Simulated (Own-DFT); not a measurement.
# Strain and stress in wurtzite AlN, 72 atoms (Al36N36)

The numbers are computed, not measured, by runs of the plane-wave DFT program Own-DFT (in-house, retired, unreviewed) at fixed positions, with no spin and no spin-orbit coupling.

Method: PBE; PseudoDojo norm-conserving scalar-relativistic files; cutoff 42 hartree; 4 x 4 x 3 k mesh centred on Gamma; Gaussian smearing of 0.01 eV.

Known weak points: k mesh not checked against a denser one; stress not checked against mesh or cutoff.

Unstrained cell vectors in Å: (9.336, 0.000, 0.000); (-4.668, 8.085, 0.000); (0.000, 0.000, 9.964). The unstrained cell has measured lattice constants (interpolated for alloys), not those of this functional. That, the random moves and any unrelaxed bonds set the pressure at no strain. A uniform strain is put on this cell, atoms riding along. All atoms carry random offsets, Gaussian with a width of 0.05 Å per axis. Strain is the symmetric tensor, in per cent. Stress is positive in tension, and the pressure is minus a third of its trace.

```
run  e_xx (%)  e_yy (%)  e_zz (%)  e_yz (%)  e_xz (%)  e_xy (%)  s_xx (GPa)  s_yy (GPa)  s_zz (GPa)  s_yz (GPa)  s_xz (GPa)  s_xy (GPa)  P (GPa)  E (meV/atom)
  1     -0.65      1.33     -0.42     -1.27      1.61     -1.06       -6.86       -1.29       -6.15       -3.13        4.50       -3.65     4.77          17.9
  2     -1.43      0.05      1.32     -1.24      1.63     -1.09      -12.94       -7.22       -0.58       -2.45        5.32       -4.64     6.91          47.0
  3      0.73     -0.49      1.98      0.72      0.11     -0.20       -1.95       -4.96        3.57        1.41       -0.36       -0.41     1.11          11.8
  4      1.78     -0.41     -0.46     -1.29     -1.89      1.23        1.38       -5.43       -7.76       -3.78       -4.76        2.91     3.94          32.6
  5      0.59     -1.61      1.29     -1.51     -1.11     -1.47       -3.73      -11.80       -0.26       -3.42       -2.17       -4.62     5.26          26.0
  6      0.66      1.58      0.57     -0.45      0.46      1.71       -2.28        2.58       -0.26       -0.89        1.50        5.32    -0.01          18.5
  7      1.42      0.00      0.19      0.78      0.43      0.05       -0.69       -2.77       -2.67        2.02        1.12       -0.64     2.04          10.0
  8      1.52      0.74     -0.56     -0.12      0.26      0.10        2.36       -1.06       -6.45       -0.17        0.51        1.13     1.72           0.0
  9      1.93      0.19      1.54     -0.32     -1.88     -0.95        4.30       -3.08        1.51       -1.95       -3.94       -3.31    -0.91          40.3
 10     -1.06      1.75     -1.58      0.69      0.57      0.88      -10.76        0.38      -12.07        1.94        2.08        3.72     7.48          27.6
 11     -1.23      1.07      0.00     -1.89      1.04     -0.95      -11.72       -1.59       -5.46       -4.96        3.00       -3.25     6.26          38.8
 12      1.77      0.32     -0.90     -0.50      0.99     -1.04        2.42       -1.53      -11.33       -1.17        3.11       -3.33     3.48          28.6
 13     -0.44     -0.97     -1.70      1.55     -0.05      0.56      -10.37      -11.72      -16.55        3.40       -0.64        1.75    12.88          41.3
 14      0.63     -1.95      0.89     -0.36     -1.47      1.26       -3.57      -14.36       -2.62        0.00       -4.35        5.07     6.85          25.7
 15      0.77     -0.61      1.32     -0.70      1.16     -1.41           ?           ?           ?           ?           ?           ?        ?             ?
```

E is the free energy for each atom above the lowest run shown.

## Worked fit

Each stress component was fitted by least squares to a constant and the strains of the runs shown, as fractions, with shears doubled. Shear strains stay in the fit of a normal stress only where such slopes are resolved. The slopes, in GPa:

| stress | at no strain | per e_xx | per e_yy | per e_zz | scatter |
|---|---|---|---|---|---|
| s_xx | -6.2 | 484 ± 21 | 78 ± 24 | 48 ± 23 | 0.88 |
| s_yy | -5.7 | 132 ± 21 | 466 ± 23 | 40 ± 22 | 0.86 |
| s_zz | -5.9 | 41 ± 27 | 115 ± 30 | 508 ± 29 | 1.14 |

The slope of each shear stress on twice its own strain, from a fit on all six strains: yz 114 ± 8, xz 120 ± 10, xy 162 ± 14 GPa. These are stiffnesses along x, y and z of the frame in which the cell vectors are given, with the crystal's c axis along z: C11, C12, C13 and C33. Hexagonal symmetry asks that xx and yy behave alike, which is a second check on the noise. The atoms are held to the strained lattice; where symmetry lets them move under strain, relaxing them would lower some slopes. The table should be nearly symmetric about its diagonal, and what it lacks of that shows the noise. A ninth of the table's sum, 212 ± 8 GPa, estimates the bulk modulus near the mean pressure of these runs, 4.4 GPa, so it lies above the value at zero pressure.

## Prediction

Question: what normal stresses and pressure should run 15 give?

The fit gives s_xx = -2.3, s_yy = -7.1, s_zz = 0.4 and P = 3.0 GPa. The hidden result is -1.05, -7.91, -0.22 and P = 3.06 GPa.
